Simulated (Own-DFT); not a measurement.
Simulation results for Al₃GaN₄ (wurtzite random alloy, atoms displaced)

Computed with Own-DFT development build. A calculation, not a measurement: plane-wave density functional theory by an unreviewed code, no spin, of a simulated periodic cell, stress positive in tension, run twice, with PBE and with PBEsol, both on files made for PBE, so the change isn't that of files made for PBEsol, forces on such cells passed a denser k mesh, this cell's mesh not checked; the far tail of each file's local potential was reset to the Coulomb form; each entry is a single point on an unrelaxed cell, so the pressure reflects the starting lattice, mostly measured values (interpolated for alloys), from which strain is counted, and rises with the displacements; printed positions are rounded, which can move forces by about a meV/angstrom; the program, named Own-DFT, is a retired in-house code; no spin-orbit coupling; stress was not checked against mesh or cutoff.

Common to all runs: functional PBE, then PBEsol; potential files PseudoDojo norm-conserving, scalar-relativistic, standard set; wave cutoff 42 hartree; occupations Fermi-Dirac; smearing width 0.1 eV; k mesh 4 x 4 x 3 centred on Gamma.

(1) Al₃GaN₄ (wurtzite random alloy, atoms displaced)

```
cell vectors (Å)
   9.3938     0.0000     0.0000
  -4.6969     8.1352     0.0000
   0.0000     0.0000    10.0655
atoms (fractions of the cell vectors)
Ga  0.11180  0.22254  0.00501
Al  0.23009  0.11552  0.24665
N   0.11398  0.22507  0.19474
N   0.21907  0.11551  0.43855
Ga  0.11163  0.22548  0.49694
Al  0.22887  0.11315  0.75373
N   0.10859  0.22196  0.68627
N   0.22607  0.12120  0.93858
Ga  0.10942  0.55507  0.99874
Al  0.22095  0.44580  0.24941
N   0.10856  0.55958  0.18849
N   0.22072  0.44625  0.44071
Al  0.11627  0.55825  0.50243
Al  0.22214  0.44036  0.74423
N   0.11582  0.55473  0.69379
N   0.22419  0.45261  0.94364
Al  0.11027  0.88381  0.99493
Al  0.22485  0.78171  0.25391
N   0.10938  0.88957  0.18725
N   0.22476  0.78313  0.43977
Al  0.11257  0.89515  0.49945
Ga  0.22102  0.77508  0.74954
N   0.10753  0.88562  0.69010
N   0.22904  0.78089  0.93686
Al  0.44056  0.21750  0.00171
Al  0.55566  0.11260  0.25291
N   0.44595  0.22307  0.19240
N   0.55429  0.11016  0.43953
Ga  0.44388  0.22624  0.50024
Ga  0.55553  0.11524  0.74930
N   0.44132  0.22160  0.69137
N   0.55355  0.10471  0.94194
Ga  0.44761  0.55979  0.00009
Al  0.55431  0.44960  0.24821
N   0.44445  0.54946  0.18772
N   0.55542  0.44422  0.44210
Al  0.43978  0.55562  0.50075
Al  0.55343  0.44289  0.74917
N   0.44691  0.55839  0.69489
N   0.55078  0.44370  0.94126
Al  0.44197  0.89097  0.00439
Al  0.55449  0.77439  0.24871
N   0.44348  0.89613  0.19606
N   0.55235  0.77525  0.44271
Al  0.44295  0.89222  0.50067
Ga  0.55530  0.78251  0.75108
N   0.44614  0.88911  0.69183
N   0.55506  0.77953  0.94081
Al  0.77639  0.22588  0.99703
Ga  0.88793  0.11065  0.24787
N   0.77632  0.22538  0.19393
N   0.89210  0.11290  0.44122
Al  0.77863  0.22250  0.50534
Al  0.88968  0.10911  0.75114
N   0.77671  0.22543  0.68821
N   0.88644  0.11040  0.93987
Al  0.77990  0.55267  0.99935
Al  0.89244  0.44478  0.24539
N   0.77356  0.55411  0.18613
N   0.89111  0.44621  0.43958
Al  0.78032  0.55621  0.49548
Al  0.89343  0.44114  0.75401
N   0.78091  0.55872  0.68900
N   0.89098  0.44797  0.93968
Al  0.77755  0.88847  0.00048
Al  0.88270  0.77933  0.25022
N   0.77119  0.87947  0.19256
N   0.88718  0.77930  0.44025
Al  0.78854  0.89243  0.50184
Al  0.88627  0.77211  0.74905
N   0.77244  0.88185  0.69227
N   0.89653  0.78045  0.93856
```

* PBE pressure: 5.13 GPa
* PBE stress xx: -5.68 GPa
* PBE stress yy: -4.63 GPa
* PBE stress zz: -5.08 GPa
* PBE stress yz: 0.04 GPa
* PBE stress xz: 0.22 GPa
* PBE stress xy: -0.19 GPa
* PBEsol pressure: 2 GPa
* PBEsol stress xx: -2.57 GPa
* PBEsol stress yy: -1.54 GPa
* PBEsol stress zz: -1.88 GPa
* PBEsol stress yz: 0.03 GPa
* PBEsol stress xz: 0.23 GPa
* PBEsol stress xy: -0.21 GPa
* rms change of force components from PBE to PBEsol: 0.07 eV/Å

Force:
```tsv
force element	PBE force x (eV/Å)	PBE force y (eV/Å)	PBE force z (eV/Å)	PBEsol force x (eV/Å)	PBEsol force y (eV/Å)	PBEsol force z (eV/Å)
Ga	-0.539	0.843	-0.559	-0.525	0.827	-0.536
Al	-0.945	-0.867	0.511	-0.952	-0.869	0.503
N	0.508	0.091	0.264	0.36	-0.007	0.152
N	1.078	-1.218	-0.819	1.043	-1.025	-0.703
Ga	-0.086	-0.065	0.312	-0.079	-0.066	0.302
Al	-1.539	-0.618	-0.762	-1.543	-0.632	-0.777
N	0.56	-0.383	1.629	0.566	-0.393	1.434
N	0.993	-1.918	0.071	0.818	-1.827	0.148
Ga	0.421	0.958	0.259	0.423	0.934	0.256
Al	-0.027	0.366	-0.046	-0.039	0.367	-0.066
N	1.007	0.081	1.287	1.011	0.093	1.102
N	0.238	1.214	-0.708	0.239	1.017	-0.652
Al	-1.056	0.174	-0.207	-1.063	0.184	-0.199
Al	0.314	0.536	1.391	0.319	0.544	1.397
N	-0.532	-1.243	-0.994	-0.532	-1.05	-0.924
N	0.435	-1.475	-1.672	0.42	-1.437	-1.512
Al	0.331	1.066	0.69	0.333	1.075	0.68
Al	-0.827	-0.135	-0.605	-0.831	-0.14	-0.617
N	0.055	0.144	0.236	0.054	0.139	0.238
N	-0.387	-0.441	0.588	-0.387	-0.442	0.594
Al	0.052	-0.493	-0.016	0.057	-0.495	-0.016
Ga	0.18	0.583	-0.232	0.188	0.56	-0.205
N	-0.424	1.228	-0.309	-0.279	1.142	-0.246
N	-0.798	0.54	1.302	-0.796	0.364	1.152
Al	0.479	0.936	0.083	0.479	0.94	0.084
Al	0.029	0.486	0.055	0.029	0.493	0.053
N	0.201	0.352	-0.458	0.218	0.364	-0.453
N	0.798	0.178	0.413	0.657	0.263	0.469
Ga	0.22	-0.737	-0.22	0.218	-0.715	-0.21
Ga	0.217	-0.786	0.313	0.213	-0.781	0.303
N	-0.362	0.778	0.337	-0.193	0.693	0.216
N	-0.395	1.312	0.641	-0.399	1.31	0.468
Ga	-0.348	-0.324	-0.442	-0.347	-0.327	-0.43
Al	1.166	-1.087	0.514	1.173	-1.102	0.515
N	-1.421	1.069	1.575	-1.425	1.075	1.374
N	-0.335	1.598	-0.834	-0.343	1.405	-0.767
Al	0.948	0.351	0.402	0.949	0.332	0.415
Al	0.375	0.758	0.279	0.388	0.763	0.271
N	-0.318	-1.494	-1.152	-0.318	-1.3	-1.087
N	2.051	-0.831	-0.632	1.879	-0.738	-0.561
Al	0.788	-0.55	0.014	0.795	-0.573	0.014
Al	-0.917	0.049	0.842	-0.933	0.051	0.827
N	0.88	-1.119	-0.799	0.881	-1.11	-0.788
N	0.342	0.599	-0.451	0.349	0.609	-0.442
Al	0.833	-0.329	0.001	0.825	-0.327	0.008
Ga	0.182	-0.792	0.215	0.176	-0.786	0.219
N	-0.918	0.71	-1.497	-0.893	0.691	-1.313
N	0.079	1.417	1.238	0.068	1.233	1.111
Al	0.318	-0.672	0.767	0.339	-0.661	0.767
Ga	-0.145	-0.229	0.478	-0.132	-0.208	0.477
N	-0.249	-0.06	-1.394	-0.108	-0.155	-1.339
N	-1.527	-0.759	0.381	-1.359	-0.653	0.272
Al	-0.195	0.193	-1.543	-0.205	0.198	-1.556
Al	-0.241	-0.253	-0.369	-0.258	-0.257	-0.372
N	1.452	-0.054	0.802	1.299	-0.151	0.873
N	-0.576	-0.064	0.087	-0.44	0.017	0.146
Al	-1.285	0.709	-0.225	-1.287	0.725	-0.235
Al	-1.053	0.381	1.043	-1.052	0.383	1.036
N	0.536	0.282	0.695	0.534	0.281	0.701
N	0.373	-0.116	-0.061	0.386	-0.123	-0.065
Al	-0.164	-0.056	0.692	-0.164	-0.06	0.693
Al	-0.851	0.953	-1.148	-0.851	0.967	-1.144
N	0.193	-1.397	0.066	0.198	-1.409	0.061
N	-0.926	-1.293	-0.329	-0.752	-1.19	-0.256
Al	0.187	-0.291	-0.248	0.207	-0.29	-0.246
Al	1.721	-0.614	-0.135	1.736	-0.611	-0.134
N	-0.382	0.747	-1.089	-0.39	0.901	-1.041
N	0.889	-0.122	-0.352	0.896	-0.127	-0.347
Al	-1.949	-0.439	0.131	-1.957	-0.438	0.125
Al	-0.106	0.663	0.177	-0.107	0.66	0.187
N	1.611	1.699	-0.565	1.432	1.598	-0.497
N	-1.214	-0.717	0.087	-1.221	-0.722	0.09
```

(2) Al₃GaN₄ (wurtzite random alloy, atoms displaced)

```
cell vectors (Å)
   9.3938     0.0000     0.0000
  -4.6969     8.1352     0.0000
   0.0000     0.0000    10.0655
atoms (fractions of the cell vectors)
Al  0.11435  0.22261  0.00204
Al  0.22696  0.11101  0.25130
N   0.11290  0.21875  0.19124
N   0.22436  0.11515  0.44190
Al  0.10859  0.22280  0.50060
Ga  0.21562  0.10907  0.74660
N   0.11003  0.22094  0.68491
N   0.22119  0.10900  0.93907
Al  0.11270  0.55375  0.99666
Al  0.22156  0.44772  0.24764
N   0.11397  0.56129  0.19338
N   0.22095  0.44320  0.43776
Al  0.11723  0.55908  0.50203
Al  0.22819  0.44725  0.74700
N   0.11000  0.55756  0.68892
N   0.22629  0.44146  0.94326
Al  0.11401  0.88802  0.00114
Ga  0.22155  0.77256  0.24886
N   0.11087  0.88363  0.18721
N   0.22083  0.77379  0.43989
Al  0.10811  0.88480  0.49930
Al  0.21876  0.78254  0.74925
N   0.10894  0.89205  0.68976
N   0.21995  0.77841  0.94232
Al  0.44700  0.21944  0.00220
Al  0.55965  0.10881  0.24740
N   0.45129  0.21975  0.19421
N   0.55400  0.11094  0.44015
Al  0.44535  0.22152  0.50246
Al  0.55195  0.10734  0.75396
N   0.44126  0.21883  0.69310
N   0.56510  0.11501  0.94403
Al  0.44109  0.55115  0.99994
Ga  0.55577  0.44649  0.24886
N   0.43764  0.55420  0.18984
N   0.55712  0.44460  0.43398
Al  0.44645  0.55404  0.49236
Al  0.55088  0.44732  0.74796
N   0.44781  0.55879  0.69171
N   0.55570  0.44690  0.94538
Ga  0.44554  0.88557  0.99707
Al  0.56016  0.77425  0.25078
N   0.44137  0.88531  0.19013
N   0.55230  0.77670  0.44448
Al  0.44374  0.89223  0.50036
Al  0.55230  0.77929  0.74850
N   0.44837  0.88950  0.69471
N   0.55351  0.77933  0.93899
Ga  0.77373  0.21681  0.00312
Ga  0.88567  0.11765  0.25079
N   0.77447  0.22103  0.19012
N   0.89091  0.11508  0.44265
Al  0.77705  0.22162  0.49971
Al  0.89324  0.11117  0.74732
N   0.78116  0.22489  0.69352
N   0.88528  0.11061  0.94128
Al  0.78249  0.55785  0.00099
Ga  0.89910  0.44740  0.24906
N   0.77587  0.56043  0.19089
N   0.88779  0.45008  0.44095
Al  0.78080  0.55554  0.50028
Al  0.89006  0.44123  0.74810
N   0.78247  0.55967  0.69070
N   0.88982  0.44631  0.93995
Ga  0.77331  0.88890  0.00493
Ga  0.88362  0.77439  0.25386
N   0.77618  0.88858  0.19246
N   0.88978  0.77409  0.44037
Al  0.77855  0.88821  0.50438
Al  0.89103  0.77648  0.74960
N   0.78454  0.88828  0.68669
N   0.88812  0.77737  0.94449
```

* PBE pressure: 5.26 GPa
* PBE stress xx: -5.77 GPa
* PBE stress yy: -5.06 GPa
* PBE stress zz: -4.96 GPa
* PBE stress yz: -0.27 GPa
* PBE stress xz: 0.06 GPa
* PBE stress xy: 0.26 GPa
* PBEsol pressure: 2.13 GPa
* PBEsol stress xx: -2.67 GPa
* PBEsol stress yy: -1.97 GPa
* PBEsol stress zz: -1.74 GPa
* PBEsol stress yz: -0.26 GPa
* PBEsol stress xz: 0.07 GPa
* PBEsol stress xy: 0.28 GPa
* rms change of force components from PBE to PBEsol: 0.068 eV/Å

Force:
```tsv
force element	PBE force x (eV/Å)	PBE force y (eV/Å)	PBE force z (eV/Å)	PBEsol force x (eV/Å)	PBEsol force y (eV/Å)	PBEsol force z (eV/Å)
Al	-0.397	-0.835	-0.095	-0.415	-0.841	-0.1
Al	-0.118	-0.506	-0.014	-0.12	-0.509	-0.002
N	0.141	0.987	-0.252	0.003	0.91	-0.189
N	-0.027	-0.781	-0.001	-0.03	-0.777	0.014
Al	0.668	0.112	-0.844	0.68	0.111	-0.862
Ga	0.638	0.588	0.79	0.628	0.57	0.771
N	-0.877	1.415	0.518	-0.714	1.317	0.583
N	0.379	0.223	1.066	0.378	0.222	0.893
Al	-0.332	0.139	0.242	-0.318	0.135	0.257
Al	0.203	-0.943	0.4	0.185	-0.957	0.407
N	1.451	-2.161	-2.228	1.271	-2.026	-2.093
N	0.077	0.257	0.298	0.077	0.253	0.298
Al	-0.654	-0.734	-0.374	-0.653	-0.747	-0.399
Al	-0.786	-0.361	0.325	-0.784	-0.368	0.329
N	0.831	0.126	0.535	0.822	0.13	0.541
N	-1.089	0.171	-0.947	-1.086	0.168	-0.947
Al	-1.062	0.126	0.039	-1.064	0.131	0.029
Ga	-0.32	1.868	0.554	-0.326	1.812	0.541
N	-0.439	1.462	0.385	-0.421	1.292	0.5
N	-0.004	0.862	1.373	-0.003	0.859	1.188
Al	0.277	0.749	-0.272	0.281	0.764	-0.29
Al	0.691	-0.474	0.301	0.706	-0.458	0.3
N	0.567	-1.684	-0.738	0.552	-1.477	-0.677
N	-0.068	-0.775	-1.167	0.086	-0.694	-1.105
Al	-0.421	0.468	-0.11	-0.419	0.471	-0.115
Al	-0.981	-0.516	0.764	-0.972	-0.52	0.767
N	-0.857	-0.657	-0.989	-0.856	-0.481	-0.931
N	0.48	0.027	0.022	0.476	0.034	0.009
Al	-0.245	0.243	-0.426	-0.251	0.245	-0.434
Al	0.64	1.02	-0.121	0.643	1.01	-0.118
N	0.977	0.978	-0.506	0.82	0.889	-0.443
N	-2.902	-0.882	-1.415	-2.691	-0.934	-1.277
Al	0.639	0.902	0.192	0.645	0.918	0.197
Ga	0.033	-0.604	-0.708	0.049	-0.59	-0.668
N	0.1	0.736	-0.291	0.246	0.654	-0.239
N	0.075	-0.052	2.609	0.088	-0.058	2.396
Al	-0.372	-0.071	0.785	-0.375	-0.078	0.781
Al	1.595	-0.434	0.935	1.595	-0.442	0.94
N	-0.527	-0.123	-0.965	-0.526	-0.107	-0.976
N	0.41	-0.542	-0.779	0.419	-0.54	-0.772
Ga	-0.939	0.604	0.804	-0.904	0.59	0.797
Al	-1.496	0.296	0.285	-1.491	0.283	0.289
N	1.856	0.683	0.559	1.693	0.576	0.45
N	0.571	0.364	-0.521	0.563	0.372	-0.514
Al	0.197	-0.456	0.049	0.194	-0.456	0.05
Al	1.573	-0.013	0.25	1.588	-0.003	0.244
N	-1.432	0.121	-0.779	-1.44	0.114	-0.776
N	0.765	-1.863	-0.906	0.737	-1.675	-0.768
Ga	1.297	1.73	-0.518	1.271	1.668	-0.501
Ga	1.649	-1.001	0.304	1.622	-0.979	0.294
N	-0.429	0.551	0.628	-0.244	0.627	0.548
N	-0.385	-0.697	0.637	-0.39	-0.702	0.47
Al	-0.261	0.568	0.461	-0.265	0.572	0.442
Al	-0.8	-0.217	0.606	-0.799	-0.231	0.612
N	-0.341	-0.975	-0.7	-0.342	-0.983	-0.693
N	1.876	0.498	-0.945	1.703	0.416	-0.817
Al	-0.642	-0.118	-0.037	-0.649	-0.132	-0.03
Ga	-2.268	-0.164	0.467	-2.218	-0.147	0.475
N	1.146	-1.147	-1.209	1.105	-1.109	-1.029
N	1.417	-0.981	0.736	1.436	-0.979	0.57
Al	-0.819	0.018	0.177	-0.837	0.02	0.154
Al	-0.598	0.618	0.513	-0.598	0.616	0.513
N	-0.455	-0.996	-0.142	-0.449	-0.998	-0.139
N	0.468	0.384	-0.128	0.462	0.228	-0.083
Ga	0.845	-0.132	-0.823	0.823	-0.115	-0.795
Ga	0.941	1.045	-0.665	0.928	1.007	-0.643
N	-0.733	0.126	0.783	-0.569	0.21	0.695
N	-0.665	0.613	1.441	-0.676	0.606	1.248
Al	0.013	0.006	-1.055	0.014	0.006	-1.09
Al	-0.551	0.074	0.864	-0.557	0.091	0.874
N	-0.998	0.104	1.056	-0.992	0.098	1.066
N	0.803	0.031	-1.08	0.66	0.118	-1.018
```
